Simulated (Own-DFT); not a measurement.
## Calculated data, Al₃₂O₄₇ (corundum with one vacancy, atoms displaced)

A calculation, not a measurement: plane-wave PBE density functional theory by an unreviewed code, no spin, of a simulated periodic cell, stress positive in tension, free energy of the whole cell less one offset for each atom, defect cell not probed for a lower state with spin; oxygen file: force components 24 meV/angstrom off all-electron in one glass; forces on such cells passed a denser k mesh, this cell's mesh not checked; offsets are fitted by least squares, one for each functional and potential file, so energies compare only between cells with the same atoms and settings and are not formation energies; the far tail of each file's local potential was reset to the Coulomb form; each entry is a single point on an unrelaxed cell, so the pressure reflects the starting lattice, mostly measured values, from which strain is counted, and rises with the displacements; printed positions are rounded, which can move forces by about a meV/angstrom; the program is a retired in-house code; no spin-orbit coupling; before rounding, a Quantum ESPRESSO 7.3.1 run of the same cell and cutoff gave forces within 1 meV/angstrom rms on each cell, which checks the program and not the settings. Program: Own-DFT development build.

Settings shared by all entries: functional PBE; potential files PseudoDojo norm-conserving, scalar-relativistic, standard set; wave cutoff 72 hartree; occupations Fermi-Dirac; smearing width 0.1 eV; k mesh 3 x 3 x 3 centred on Gamma.

(1) 
```xyz
79
Lattice="5.4940 0.0000 8.6604 -2.7470 4.7579 8.6604 -2.7470 -4.7579 8.6604" Properties=species:S:1:pos:R:3:force_x:R:1:force_y:R:1:force_z:R:1 formula=Al32O47 free_energy_of_cell_above_offsets=-51.670 pressure=9.88 stress_xx=-9.64 stress_yy=-11.33 stress_zz=-8.67 stress_yz=-0.81 stress_xz=-1.13 stress_xy=-1.01
Al    -0.0102    -0.0352     4.6481     -0.358      0.231     -0.806
Al    -0.0491     0.0082     8.4538      0.482     -0.139     -0.733
Al    -0.0376     0.0283    11.0099      0.287     -0.882      1.621
Al     0.0126     0.0458     1.8592     -0.147     -0.726      1.779
O     -0.0670     1.6730     7.5573     -0.913     -0.737      0.627
O      1.3608    -0.6688     7.4706       1.72      -0.11      0.907
O     -1.3639    -1.0057     7.6086     -0.689      2.003     -0.645
O      0.1990    -1.7211     5.4322     -1.864      1.616     -0.932
O     -1.5879     0.6841     5.4623      1.845      0.104     -0.369
O      1.4030     1.0307     5.4472     -0.755     -1.757     -1.032
Al    -1.3465    -2.3920     8.9832     -1.963     -0.396     -2.558
Al    -1.3838    -2.4037    12.7552      -1.26      1.518     -0.664
Al    -1.3156    -2.3472    15.4258     -1.652     -0.472       0.05
Al    -1.4171    -2.4303     6.2855      0.928      1.383     -0.447
O     -1.5621    -0.5924    11.8261      1.315     -2.533      1.714
O      0.1043    -3.0658    11.8458     -0.588     -0.701      0.724
O     -2.7986    -3.3466    11.9707      0.666      0.823     -0.294
O     -1.1879    -4.0558     9.6514     -2.045      -0.19      2.645
O     -2.7630    -1.5901     9.7147     -2.291     -0.955      0.162
O     -0.1096    -1.5516     9.7296      3.832      2.425      1.701
Al    -1.4478     2.3859     8.8917      1.555      0.385      1.123
Al    -1.3305     2.4684    12.6790     -1.146     -2.589      0.457
Al    -1.3874     2.4048    15.4213     -0.815     -1.087     -0.742
Al    -1.4361     2.3033     6.2444      2.396      2.188     -0.425
O     -1.4833     4.0293    11.8529     -0.221      0.912      0.091
O      0.1608     1.6701    11.8817     -0.756     -0.561      0.111
O     -2.7628     1.4383    11.8457      0.245      1.515      1.006
O     -1.3252     0.6709     9.8208      1.715      2.144     -3.014
O     -2.9093     3.1365     9.8079      1.025     -0.734     -1.681
O      0.0260     3.1956     9.7253     -0.588      1.324       0.33
Al    -2.8068     0.0228    13.2224      0.818     -0.256      0.271
Al    -2.8750     0.0309    17.0876      2.783     -0.552     -1.443
Al    -2.7593    -0.0561    19.7172      0.429      0.405     -0.151
Al    -2.8464     0.0825    10.5242      3.578     -3.428      2.917
O     -2.9285     1.6481    16.2232      1.682     -0.213      0.391
O     -1.2888    -0.6962    16.2896      0.742     -0.364     -0.495
O     -4.0999    -0.9109    16.2783     -1.857     -0.626     -0.984
O     -4.2566     0.8421    14.0571      0.011     -2.689     -1.103
O     -1.4051     0.8934    14.0912      0.856     -0.215      0.228
Al     2.8456    -0.0289     8.8711     -1.239      0.418      1.207
Al     2.7338    -0.0673    12.8042      0.719      0.669     -1.282
Al     2.7661     0.0140    15.4744     -0.093     -1.235     -0.685
Al     2.7269    -0.0141     6.2414     -0.195     -0.011     -0.776
O      2.6149     1.6472    11.7953     -0.377     -0.456      2.624
O      4.2109    -0.6962    11.8267      0.027      -0.46      1.547
O      1.4192    -0.9113    11.9488     -2.008     -0.212     -1.172
O      2.8140    -1.6795     9.6983     -0.074     -0.295      0.293
O      1.3238     0.7286     9.7501     -0.936      -1.49     -1.147
O      4.1575     0.8891     9.7970     -0.845      1.519     -1.877
Al     1.2971    -2.3369    13.2295      1.988       -0.6     -0.599
Al     1.3637    -2.3319    17.0158      1.651     -2.463      1.949
Al     1.3092    -2.3324    19.8174      1.824     -1.158     -1.463
Al     1.3357    -2.4663    10.5338      0.633      2.293      1.042
O      1.2514    -0.7714    16.3076     -0.135      2.557     -1.589
O      2.9197    -3.1339    16.1604     -2.385      0.394      2.122
O      0.1037    -3.3289    16.1262     -0.491      0.544      1.656
O      1.4876    -3.9790    14.0861     -0.806     -0.998     -0.019
O     -0.1450    -1.6585    14.0857        0.3      0.264     -0.174
O      2.7474    -1.4328    14.0445     -0.319       -0.7      1.218
Al     1.3934     2.3816    13.1927      -0.49     -0.781      0.592
Al     1.3532     2.3062    17.0618      0.422      1.702      1.135
Al     1.3754     2.3505    19.6877     -0.531      1.593      1.638
Al     1.3640     2.3108    10.5823      0.051      0.515      -0.33
O      1.2825     4.0024    16.3171     -0.325     -0.161     -1.353
O      2.9159     1.7177    16.2717     -1.432     -1.521     -0.273
O     -0.0168     1.5559    16.3012      -0.21     -2.025      -0.88
O      1.5348     0.7398    14.0914     -1.394      0.082        0.8
O     -0.1692     3.0640    13.9823      1.555      1.242      1.779
O      2.7667     3.3415    14.0630     -0.722     -0.638      0.018
Al    -0.0136    -0.0179    17.5662     -0.661       0.14      0.417
Al    -0.0702    -0.0356    21.3595      1.289      1.623      1.028
Al    -0.0801     0.0023    24.0717      1.813      0.182     -0.749
Al    -0.0388    -0.0827    14.8831     -0.262      2.527     -0.184
O     -0.0901     1.6555    20.6249     -0.565     -0.349     -1.341
O      1.5194    -0.7281    20.5323     -1.952      0.578      0.738
O     -1.4882    -0.9237    20.6969      0.924      0.445     -1.532
O      0.1054    -1.6682    18.4620      0.218      0.805     -1.009
O     -1.4839     0.7331    18.4215        0.2     -1.659     -0.393
O      1.4605     0.9362    18.4396     -4.171      1.057     -3.311
```

Units: free_energy_of_cell_above_offsets in eV; pressure, stress_xx, stress_yy, stress_zz, stress_yz, stress_xz, stress_xy in GPa; force_x, force_y, force_z in eV/Å.

(2) 
```xyz
79
Lattice="5.4940 0.0000 8.6604 -2.7470 4.7579 8.6604 -2.7470 -4.7579 8.6604" Properties=species:S:1:pos:R:3:force_x:R:1:force_y:R:1:force_z:R:1 formula=Al32O47 free_energy_of_cell_above_offsets=-52.131 pressure=9.51 stress_xx=-9.68 stress_yy=-8.77 stress_zz=-10.08 stress_yz=-0.91 stress_xz=-0.34 stress_xy=-0.58
Al    -0.0422    -0.0742     4.5263        0.2      0.416      0.526
Al     0.1101     0.0561     8.4539     -2.344      -0.33     -0.653
Al     0.0033    -0.0235    11.1129     -1.128       0.89     -1.156
Al    -0.0374    -0.1342     1.9014      0.418      2.397      0.196
O     -0.2094     1.7636     7.5461      2.242     -2.382     -0.068
O      1.4770    -0.7580     7.5534     -0.161      1.482       1.06
O     -1.4469    -1.0077     7.6116      1.083      1.585     -0.775
O      0.1549    -1.6675     5.3227     -1.738     -0.551      1.481
O     -1.5788     0.6846     5.3667      1.825      1.469      0.566
O      1.3109     0.8726     5.3784      0.346      0.822      0.612
Al    -1.3350    -2.3538     8.8747     -0.613      0.503      0.703
Al    -1.3482    -2.3893    12.7775      0.673      0.767      0.652
Al    -1.3894    -2.3639    15.4136      1.157      0.553      0.136
Al    -1.4565    -2.4158     6.3395      1.194       1.92     -1.154
O     -1.5236    -0.7443    11.9071      0.794      0.084     -0.081
O      0.1319    -3.1464    11.9205      0.097      1.421      0.297
O     -2.6265    -3.2584    11.9428     -2.841     -1.516     -1.169
O     -1.3143    -3.9412     9.7849       0.54     -1.482      0.064
O     -2.8931    -1.5903     9.7160      0.193     -1.586      0.471
O     -0.0218    -1.4094     9.7284      0.922     -0.754      0.786
Al    -1.3593     2.4011     8.9157     -1.526     -1.649     -0.954
Al    -1.3228     2.3606    12.7227     -0.545      0.132      1.031
Al    -1.4225     2.3796    15.4102      1.239       0.62     -1.184
Al    -1.3159     2.4284     6.2100     -1.131     -0.888      1.116
O     -1.4885     3.9595    11.8567      0.053      0.911     -0.258
O      0.1910     1.6934    11.8993     -0.725      -0.47     -0.011
O     -2.7402     1.4746    11.9126      0.086     -1.287     -0.111
O     -1.2941     0.7157     9.7413      0.407       0.26      0.437
O     -2.8460     3.0678     9.8037      0.462     -0.763     -1.176
O     -0.0013     3.2279     9.6172      1.311      1.467      2.355
Al    -2.7589    -0.0343    13.2440      2.103      1.329      0.074
Al    -2.7564    -0.0625    17.1353      0.101      1.348     -0.605
Al    -2.7919     0.1090    19.7740      0.228     -2.683     -0.911
Al    -2.7573    -0.0562    10.6278      0.704      1.253     -1.394
O     -2.7669     1.6931    16.2772     -2.476     -1.306      0.167
O     -1.3496    -0.6911    16.2313      1.929      -0.37     -0.411
O     -4.0504    -0.8869    16.2327     -1.997      0.691     -0.826
O     -2.5799    -1.6034    14.0912     -0.743     -0.639     -0.138
O     -4.2692     0.7483    14.0080      1.129      0.432      1.241
O     -1.3321     0.9518    13.9872      -0.36      -0.98      0.844
Al     2.7780    -0.0287     8.9385     -0.864      0.661     -2.069
Al     2.7328     0.0418    12.8104     -0.525     -2.018      -0.86
Al     2.6953     0.0061    15.3522      0.714     -0.261      2.007
Al     2.7161     0.0739     6.2111      0.826     -1.603      0.873
O      2.6573     1.6720    11.9919      0.614      0.028     -1.229
O      4.1589    -0.8438    11.9197      0.919      2.477      0.232
O      1.3040    -0.9305    11.9013      1.505     -0.107      0.245
O      2.9819    -1.5514     9.7414     -1.958     -2.333      1.325
O      1.2106     0.7702     9.7527      1.592      0.102      0.059
O      4.0669     0.8998     9.7061      1.723      0.335      2.762
Al     1.4198    -2.4122    13.1324     -0.303      0.858      2.147
Al     1.4149    -2.4803    17.1545     -1.127      2.676     -1.015
Al     1.4063    -2.4107    19.7503      0.661     -0.104     -0.419
Al     1.3249    -2.3985    10.5867      1.181       1.07     -0.864
O      1.2524    -0.7338    16.2048     -0.765      -0.23      0.686
O      2.8116    -3.1005    16.3169      2.241     -1.249     -1.807
O      0.1462    -3.3608    16.2126      -3.09      1.153     -0.228
O      1.4944    -3.9655    14.1044      0.323     -0.591     -0.925
O     -0.0892    -1.6631    14.0076     -0.411     -0.037      0.753
O      2.7247    -1.3960    14.0944     -0.071       -1.7     -0.667
Al     1.3832     2.3199    13.1703     -0.689      1.752      2.659
Al     1.3543     2.3712    17.1299      0.829      0.549     -1.688
Al     1.4380     2.3412    19.7404     -1.303     -0.432     -0.375
Al     1.4153     2.4783    10.6580     -0.932      0.028     -1.606
O      1.2952     4.0753    16.2460      0.453     -0.994      0.043
O      2.8633     1.6059    16.2806     -0.361      0.796     -0.412
O     -0.0037     1.4976    16.2488     -0.289     -0.367      0.204
O      1.4123     0.6921    14.1046      1.716      1.724     -1.822
O     -0.1871     3.1032    14.1741      2.181      0.184     -2.152
O      2.7574     3.3196    14.1289     -0.025     -0.312     -1.111
Al    -0.0096     0.0299    17.5936      0.013     -0.893     -1.402
Al     0.1640    -0.0587    21.4465     -3.558      0.377     -1.286
Al     0.0247     0.0807    23.9683      -1.51     -1.755      2.612
Al     0.0466     0.1032    14.9733      -2.13     -2.133      0.058
O     -0.0856     1.6555    20.5702     -0.015     -0.543     -0.461
O      1.5546    -0.7822    20.6001     -0.611      0.115     -0.023
O      0.1380    -1.6226    18.3837     -0.624     -0.664      1.115
O     -1.5019     0.7685    18.3554     -0.334     -0.217       1.05
O      1.3338     0.8980    18.3561        0.9      0.541       1.81
```

Units: free_energy_of_cell_above_offsets in eV; pressure, stress_xx, stress_yy, stress_zz, stress_yz, stress_xz, stress_xy in GPa; force_x, force_y, force_z in eV/Å.

(3) 
```xyz
79
Lattice="5.4940 0.0000 8.6604 -2.7470 4.7579 8.6604 -2.7470 -4.7579 8.6604" Properties=species:S:1:pos:R:3:force_x:R:1:force_y:R:1:force_z:R:1 formula=Al32O47 free_energy_of_cell_above_offsets=-52.828 pressure=9.37 stress_xx=-9.87 stress_yy=-10.18 stress_zz=-8.06 stress_yz=0.01 stress_xz=0.15 stress_xy=0
Al     0.0474    -0.0254     4.5269     -1.698      1.296     -0.248
Al     0.0391    -0.0428     8.3464     -1.057      0.662      1.812
Al     0.0275     0.0417    11.1374     -0.893     -0.996     -1.684
Al    -0.0042     0.0006     1.9122     -0.423      0.138     -0.674
O     -0.1230     1.6109     7.5420      0.766     -0.036     -0.313
O      1.4515    -0.7715     7.5438      1.176      0.616     -0.239
O     -1.3496    -0.9021     7.5547      0.499     -1.556     -0.434
O      0.1267    -1.5938     5.3411     -0.922     -1.418      0.778
O     -1.5943     0.7957     5.3700      1.808     -1.742      -0.35
O      1.3833     0.8742     5.4423     -0.395      0.576     -0.968
Al    -1.3737    -2.4030     8.9394      0.329      0.841     -0.088
Al    -1.3482    -2.4519    12.7498     -0.939      1.866     -0.027
Al    -1.3830    -2.4055    15.4348       0.15      1.537       0.06
Al    -1.4413    -2.3821     6.0997      1.551      1.505      2.122
O     -1.5520    -0.7688    11.8582      2.091     -0.083      1.428
O      0.1133    -3.0607    11.9175      0.863     -1.324     -0.633
O     -2.7094    -3.3149    11.8940     -0.122      -0.03      0.753
O     -1.2399    -4.0657     9.7382       0.42      0.538      0.126
O     -2.7672    -1.6366     9.7674      -0.46     -0.092     -0.247
O      0.0061    -1.4276     9.7018      0.669      -0.57      0.746
Al    -1.3042     2.3958     8.8665     -0.296     -0.402      1.531
Al    -1.3025     2.4475    12.7416     -1.531     -1.134     -1.315
Al    -1.4223     2.3752    15.3758      0.598     -0.678      0.614
Al    -1.3225     2.3615     6.2267     -2.135     -0.394       0.94
O     -1.5264     4.1187    11.7929      1.383     -1.949      2.451
O      0.1116     1.6306    11.9117      0.359      0.839      0.425
O     -2.8337     1.3434    11.8311      2.151      2.648      2.765
O     -1.1983     0.7572     9.7364     -0.199     -0.175      0.165
O     -2.8111     3.1357     9.7836     -0.687     -0.945      -0.86
Al    -2.6895    -0.0267    13.2791     -0.617      0.035      -1.68
Al    -2.7304     0.0631    17.1149      0.136      -1.87      0.108
Al    -2.7377     0.0210    19.7866      0.396     -0.506     -1.913
Al    -2.7109     0.0549    10.6186      0.125     -1.807     -1.875
O     -2.8570     1.6356    16.2742     -0.072      0.701     -1.176
O     -1.2212    -0.6844    16.2532     -1.475     -1.138     -1.041
O     -4.1140    -1.0032    16.3054     -0.185      1.798     -1.691
O     -2.6765    -1.6682    14.0887      1.345      0.302      -0.31
O     -4.2531     0.7787    14.0785     -0.137     -1.858     -0.365
O     -1.3790     0.9804    14.0117     -0.195     -1.088      0.846
Al     2.7048     0.0824     8.8696      1.346     -0.949      0.559
Al     2.7441    -0.0869    12.8232      0.218      1.681     -1.313
Al     2.8207    -0.0583    15.4681     -2.477      1.132     -0.026
Al     2.7733     0.0525     6.2193      -0.33     -1.801      1.056
O      2.6995     1.6699    11.8734     -1.946     -1.401      1.342
O      4.2466    -0.7665    11.9016     -0.413      0.291      0.481
O      1.3663    -0.9100    11.9569     -0.134     -0.458     -0.626
O      2.8106    -1.5793     9.7215      0.563     -0.689      0.036
O      1.3210     0.7758     9.7122     -0.857     -0.149      0.377
O      4.1775     0.9777     9.7582     -0.816     -1.212     -0.349
Al     1.3525    -2.4713    13.2424     -0.213          4     -1.365
Al     1.4505    -2.4887    17.0883      -1.69      3.367      1.578
Al     1.3734    -2.3778    19.8243      1.083      0.672     -2.274
Al     1.3740    -2.3396    10.5853      0.108      0.178     -0.731
O      1.2312    -0.7383    16.3300       1.79     -0.808      -1.73
O      2.8718    -3.1446    16.3392      1.087     -0.259     -2.184
O      0.0197    -3.2715    16.1717      0.186     -0.909      0.638
O      1.4527    -3.9269    14.0678      1.072     -3.362      0.836
O     -0.1067    -1.6647    14.0564     -0.704     -0.181      0.058
O      2.6896    -1.4465    14.0670       0.43     -0.957      0.604
Al     1.4310     2.3445    13.2394     -0.909     -1.193     -0.215
Al     1.2988     2.3257    17.1220      1.939      0.669     -0.426
Al     1.3908     2.3336    19.7002      0.707       1.22     -0.426
Al     1.3794     2.4189    10.6022      0.194     -0.006     -1.955
O      1.2912     4.0689    16.2582     -0.689     -0.251     -0.633
O      2.8520     1.5630    16.1988     -0.136      1.737      1.153
O      0.0443     1.3611    16.2941       -1.5      2.111     -1.569
O      1.4179     0.6848    14.0938      1.468      0.925     -1.303
O     -0.1962     3.0088    14.0718      2.345      2.329      0.192
O      2.7317     3.2133    14.0185      0.933      2.674      1.062
Al    -0.0187     0.0015    17.5353      1.714     -1.657       0.56
Al     0.0160     0.0350    21.3895      1.011     -1.429     -0.778
Al     0.0024     0.0530    24.0970      0.589      -1.76      0.469
Al     0.0307     0.0084    14.8614     -0.866     -0.826      1.664
O     -0.0286     1.6911    20.5655     -2.189     -0.785      0.761
O      1.5554    -0.7307    20.5058     -2.027      0.242      2.178
O     -1.3685    -0.9986    20.5490     -0.111      2.122      1.333
O      0.2039    -1.6385    18.3859     -1.248      -0.41       0.73
O     -1.4398     0.6616    18.3884      -1.07      1.655      1.712
O      1.3888     0.9335    18.4470     -0.836      0.339     -1.015
```

Units: free_energy_of_cell_above_offsets in eV; pressure, stress_xx, stress_yy, stress_zz, stress_yz, stress_xz, stress_xy in GPa; force_x, force_y, force_z in eV/Å.
